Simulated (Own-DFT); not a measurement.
# One host, several defects: C40 NbSi2

Calculated, not measured: single-point runs of Own-DFT, a retired in-house plane-wave DFT program that no person has reviewed, on unrelaxed cells, without spin or spin-orbit coupling.

All runs used: PBEsol; PseudoDojo norm-conserving scalar-relativistic files, made for PBE; cutoff 42 hartree; 4 x 4 x 5 k mesh centred on Gamma; cold (Marzari-Vanderbilt) smearing of 0.2 eV.

Limits: forces on such cells failed a check on a denser k mesh; stress not checked against mesh or cutoff.

All runs share one cell, with vectors in Å (0.000, 8.324, 0.000); (-9.613, 0.000, 0.000); (0.000, 0.000, 6.586) and a volume of 527.0 Å³. u is the rms random offset of the atoms per axis. The defect's site can differ from row to row.

```
                    cell   formula   u (Å)  P (GPa)
               no defect  Nb12Si24  0.0195    -2.16
               no defect  Nb12Si24  0.0220    -2.06
               no defect  Nb12Si24  0.0455    -1.22
          one Si vacancy  Nb12Si23  0.0296    -2.61
          one Si vacancy  Nb12Si23  0.0297        ?
          one Si vacancy  Nb12Si23  0.0449    -2.00
          one Si vacancy  Nb12Si23  0.0537    -1.71
two Si on a Nb site each  Nb10Si26  0.0307    -1.74
two Si on a Nb site each  Nb10Si26  0.0467    -1.25
two Si on a Nb site each  Nb10Si26  0.0524    -0.70
two Nb on a Si site each  Nb14Si22  0.0268     3.38
two Nb on a Si site each  Nb14Si22  0.0294     3.51
two Nb on a Si site each  Nb14Si22  0.0524     4.49
```

## What the rows give

P = P0 + c u² + a shift for each defect gives P0 = -2.32 GPa, c = 518 ± 31 GPa/Å² and a scatter of 0.09 GPa. The shifts, and each times the cell's volume:

- two Nb on a Si site each: 5.36 ± 0.07 GPa, 17.6 eV (8.8 eV for each of its 2 sites)
- two Si on a Nb site each: 0.07 ± 0.08 GPa, 0.2 eV (0.1 eV for each of its 2 sites) (not resolved)
- one Si vacancy: -0.78 ± 0.08 GPa, -2.6 eV

A positive shift means that the defect pushes the cell outwards. Shift times volume (160.2 GPa Å³ is 1 eV) depends little on the cell's size, so, taken for each site, it can be compared between cells at like pressure. The atoms around the defects weren't relaxed, which would change these numbers.

## Test on the hidden row

Question: what pressure belongs in the blank (one Si vacancy, u = 0.0297 Å)?

Estimate: -2.64 ± 0.11 GPa. The run itself gave -2.57 GPa.
